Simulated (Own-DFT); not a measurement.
# One host, several defects: C40 NbSi2

The numbers are computed, not measured, by runs of the plane-wave DFT program Own-DFT (in-house, retired, unreviewed) at fixed positions, with no spin and no spin-orbit coupling.

Settings: PBEsol; PseudoDojo norm-conserving scalar-relativistic files, made for PBE; cutoff 42 hartree; 4 x 4 x 5 k mesh centred on Gamma; cold (Marzari-Vanderbilt) smearing of 0.2 eV.

Keep in mind: forces on such cells failed a check on a denser k mesh; stress not checked against mesh or cutoff.

All runs share one cell, with vectors in Å (0.000, 8.324, 0.000); (-9.613, 0.000, 0.000); (0.000, 0.000, 6.586) and a volume of 527.0 Å³. The atoms are randomly displaced, by u rms on each axis. The defect's site can differ from row to row.

| cell | formula | u (Å) | P (GPa) |
|---|---|---|---|
| no defect | Nb12Si24 | 0.0177 | -2.17 |
| no defect | Nb12Si24 | 0.0211 | -2.14 |
| no defect | Nb12Si24 | 0.0471 | -1.30 |
| one Si vacancy | Nb12Si23 | 0.0268 | -2.52 |
| one Si vacancy | Nb12Si23 | 0.0285 | -2.50 |
| one Si vacancy | Nb12Si23 | 0.0522 | -1.53 |
| two Si on a Nb site each | Nb10Si26 | 0.0275 | -1.69 |
| two Si on a Nb site each | Nb10Si26 | 0.0321 | -1.53 |
| two Si on a Nb site each | Nb10Si26 | 0.0474 | -1.28 |
| two Nb on a Si site each | Nb14Si22 | 0.0306 | 3.47 |
| two Nb on a Si site each | Nb14Si22 | 0.0339 | 3.61 |
| two Nb on a Si site each | Nb14Si22 | 0.0519 | 4.79 |
| two Nb on a Si site each | Nb14Si22 | 0.0583 | ? |
| two Nb vacancies | Nb10Si24 | 0.0308 | -3.53 |
| two Nb vacancies | Nb10Si24 | 0.0463 | -2.72 |
| two Nb vacancies | Nb10Si24 | 0.0464 | -2.85 |

## What the rows give

P = P0 + c u² + a shift for each defect gives P0 = -2.39 GPa, c = 523 ± 54 GPa/Å² and a scatter of 0.16 GPa. The shifts, and each times the cell's volume:

- two Nb on a Si site each: 5.51 ± 0.13 GPa, 18.1 eV (9.1 eV for each of its 2 sites)
- two Si on a Nb site each: 0.19 ± 0.13 GPa, 0.6 eV (0.3 eV for each of its 2 sites) (not resolved)
- one Si vacancy: -0.54 ± 0.13 GPa, -1.8 eV
- two Nb vacancies: -1.56 ± 0.14 GPa, -5.1 eV (-2.6 eV for each of its 2 sites)

Positive is outwards. The product with the volume (160.2 GPa Å³ to the eV) is nearly free of the cell's size; divided by the bulk modulus at the cell's pressure it gives the volume that the defect adds. The atoms around the defects weren't relaxed, which would change these numbers.

## Prediction

The question: what pressure belongs in the blank (two Nb on a Si site each, u = 0.0583 Å)?

The fitted form gives 4.90 ± 0.21 GPa. The calculation gave 4.67 GPa.
